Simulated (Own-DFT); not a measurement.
# Strain and stress in bcc W, 16 atoms (W16)

These are calculations, not measurements. The program, named Own-DFT, is a retired in-house plane-wave density functional code that no person has reviewed. Each row is one single-point run on a periodic cell that was not relaxed, without spin or spin-orbit coupling.

Settings of every run: PBE; PseudoDojo norm-conserving scalar-relativistic files; cutoff 50 hartree; 5 x 5 x 5 k mesh centred on Gamma; cold (Marzari-Vanderbilt) smearing of 0.2 eV.

Known limits: forces on such cells failed a check on a denser k mesh; stress not checked against mesh or cutoff.

Unstrained cell vectors in Å: (6.330, 0.000, 0.000); (0.000, 6.330, 0.000); (0.000, 0.000, 6.330). The unstrained cell has measured lattice constants (interpolated for alloys), not those of this functional. That, the random moves and any unrelaxed bonds set the pressure at no strain. Each run strains this cell uniformly, with the atoms carried along. Every atom was also moved at random, by a Gaussian of width 0.05 Å on each axis. Strain is the symmetric tensor, in per cent. Stress is positive in tension, and the pressure is minus a third of its trace.

| run | e_xx (%) | e_yy (%) | e_zz (%) | e_yz (%) | e_xz (%) | e_xy (%) | s_xx (GPa) | s_yy (GPa) | s_zz (GPa) | s_yz (GPa) | s_xz (GPa) | s_xy (GPa) | P (GPa) | E (meV/atom) |
|---|---|---|---|---|---|---|---|---|---|---|---|---|---|---|
| 1 | 1.06 | 0.78 | 0.46 | -1.65 | -0.36 | -0.06 | 0.72 | -0.42 | -1.38 | -4.85 | -1.12 | -0.55 | 0.36 | 0.0 |
| 2 | 0.70 | -0.96 | -1.80 | 0.16 | -0.06 | 0.77 | -9.65 | -15.44 | -18.27 | 0.74 | -0.18 | 2.58 | 14.45 | 21.3 |
| 3 | -1.00 | -0.23 | -0.84 | -0.31 | 1.69 | 0.37 | -16.00 | -13.17 | -15.06 | -1.32 | 6.03 | 1.49 | 14.74 | 28.6 |
| 4 | 0.36 | 0.83 | -2.00 | -1.57 | 1.18 | 0.44 | -8.67 | -7.33 | -16.72 | -5.02 | 3.96 | 1.85 | 10.90 | 32.0 |
| 5 | -1.10 | -0.80 | 0.48 | 1.09 | -0.80 | 0.61 | -14.02 | -13.14 | -8.35 | 3.89 | -2.88 | 2.11 | 11.84 | 3.2 |
| 6 | 0.18 | 1.73 | -0.89 | -0.60 | 1.04 | -1.30 | -5.31 | -0.68 | -9.27 | -1.60 | 2.56 | -3.95 | 5.09 | 38.0 |
| 7 | 0.41 | 0.90 | -0.66 | 0.62 | 0.14 | 1.80 | -4.95 | -3.66 | -8.31 | 1.65 | 0.60 | 5.75 | 5.64 | 4.2 |
| 8 | -0.72 | 0.59 | 1.83 | -1.69 | 1.59 | 1.32 | -6.90 | -2.68 | 1.04 | -5.39 | 5.13 | 4.45 | 2.84 | 16.6 |
| 9 | -0.73 | -1.52 | -1.37 | 0.12 | -1.15 | -0.61 | -18.23 | -21.69 | -20.85 | 0.24 | -4.07 | -2.12 | 20.26 | 47.7 |
| 10 | -0.82 | 1.19 | -1.22 | -1.53 | 0.37 | 1.09 | -14.04 | -7.11 | -14.89 | -5.35 | 1.77 | 3.63 | 12.01 | 62.9 |
| 11 | -1.21 | 1.81 | 0.88 | 0.89 | -0.66 | -0.69 | -8.44 | 0.70 | -2.12 | 2.57 | -1.50 | -1.42 | 3.29 | 20.5 |
| 12 | 0.87 | 1.13 | -0.46 | 0.89 | -0.28 | -0.82 | -2.36 | -1.31 | -6.37 | 2.24 | -0.86 | -2.18 | 3.35 | 16.6 |
| 13 | 1.62 | -1.38 | -0.85 | -1.56 | 0.76 | 1.78 | -5.48 | -15.00 | -13.33 | -5.38 | 3.39 | 6.50 | 11.27 | 69.7 |
| 14 | -0.73 | -0.76 | -1.14 | -1.51 | -1.49 | -1.73 | -16.76 | -16.53 | -17.97 | -5.93 | -6.15 | -6.66 | 17.09 | 53.8 |
| 15 | 0.10 | -1.58 | 1.96 | -1.90 | 0.36 | -0.02 | ? | ? | ? | ? | ? | ? | ? | ? |

E is the free energy for each atom above the lowest run shown.

## Worked fit

Each stress component was fitted by least squares to a constant and the strains of the runs shown, as fractions, with shears doubled. Shear strains stay in the fit of a normal stress only where such slopes are resolved. The slopes, in GPa:

| stress | at no strain | per e_xx | per e_yy | per e_zz | scatter |
|---|---|---|---|---|---|
| s_xx | -8.1 | 537 ± 23 | 215 ± 18 | 230 ± 20 | 0.73 |
| s_yy | -8.2 | 215 ± 17 | 539 ± 14 | 230 ± 15 | 0.53 |
| s_zz | -8.2 | 208 ± 21 | 210 ± 17 | 557 ± 19 | 0.67 |

Each shear stress against twice its own strain: yz 164 ± 7, xz 165 ± 11, xy 164 ± 7 GPa. These are stiffnesses along x, y and z of the frame in which the cell vectors are given, which need not be the crystal's axes. The atoms are held to the strained lattice; where symmetry lets them move under strain, relaxing them would lower some slopes. The table should be nearly symmetric about its diagonal, and what it lacks of that shows the noise. A ninth of its sum, 327 ± 9 GPa, estimates the bulk modulus near the mean pressure of these runs, 9.5 GPa, so it lies above the value at zero pressure.

## Withheld run

Question: what normal stresses and pressure should run 15 give?

The fit gives s_xx = -6.5, s_yy = -12.1, s_zz = -0.4 and P = 6.3 GPa. The calculation gave -6.46, -12.59, -1.54 and P = 6.87 GPa.
